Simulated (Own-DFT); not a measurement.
# How strain changes the stress of wurtzite GaN, 72 atoms (Ga36N36)

These are calculations, not measurements. They come from Own-DFT, an in-house plane-wave density functional program, since retired, whose code no person has reviewed. Each row is one single-point run on a periodic cell that was not relaxed, without spin or spin-orbit coupling.

Settings of every run: PBE; PseudoDojo norm-conserving scalar-relativistic files (stringent for Ga); cutoff 96 hartree; 4 x 4 x 3 k mesh centred on Gamma; Gaussian smearing of 0.01 eV.

Known limits: forces not confirmed at this smearing and k mesh; stress not checked against mesh or cutoff.

Unstrained cell vectors in Å: (9.567, 0.000, 0.000); (-4.784, 8.285, 0.000); (0.000, 0.000, 10.370). The unstrained cell has measured lattice constants (interpolated for alloys), not those of this functional. That, the random moves and any unrelaxed bonds set the pressure at no strain. Each run strains this cell uniformly, with the atoms carried along. Every atom was also moved at random, by a Gaussian of width 0.05 Å on each axis. Strain is the symmetric tensor, in per cent. Stress is positive in tension, and the pressure is minus a third of its trace.

```
run  e_xx (%)  e_yy (%)  e_zz (%)  s_xx (GPa)  s_yy (GPa)  s_zz (GPa)  P (GPa)  E (meV/atom)
  1      0.00      0.00     -1.75       -7.36       -7.73      -16.29    10.46          22.0
  2      0.00      0.00      1.00       -4.64       -5.04       -3.78     4.49           0.0
  3      0.00      0.00      3.00       -5.86       -4.44        4.10     2.07          23.2
  4      0.00      0.00     -1.50       -8.29       -8.55      -15.11    10.65          37.4
  5      0.00      0.00     -1.00       -7.70       -7.38      -11.71     8.93          19.6
  6      0.00      0.00      1.25       -6.63       -5.75       -2.72     5.04          21.9
  7      0.00      0.00      2.50       -4.82       -4.39        2.83     2.13           7.6
  8      0.00      0.00      0.50       -6.01       -6.91       -5.97     6.30          26.9
  9      0.00      0.00      2.00           ?           ?           ?        ?             ?
```

E is the free energy for each atom above the lowest run shown.

## Worked fit

The change of volume is close to e_xx + e_yy + e_zz. A straight line through the runs shown gives P = 7.21 - 191 x (fractional change of volume) GPa, with an error of 11 on the slope and a scatter of 0.50 GPa. The strain isn't the same on all axes and the cell isn't cubic, so the slope belongs to this path and is not the bulk modulus.

## Withheld run

Question: what pressure should run 9 give? Its volume changes by 2.00 %.

The line gives 3.4 GPa. The calculation gave 3.88 GPa.
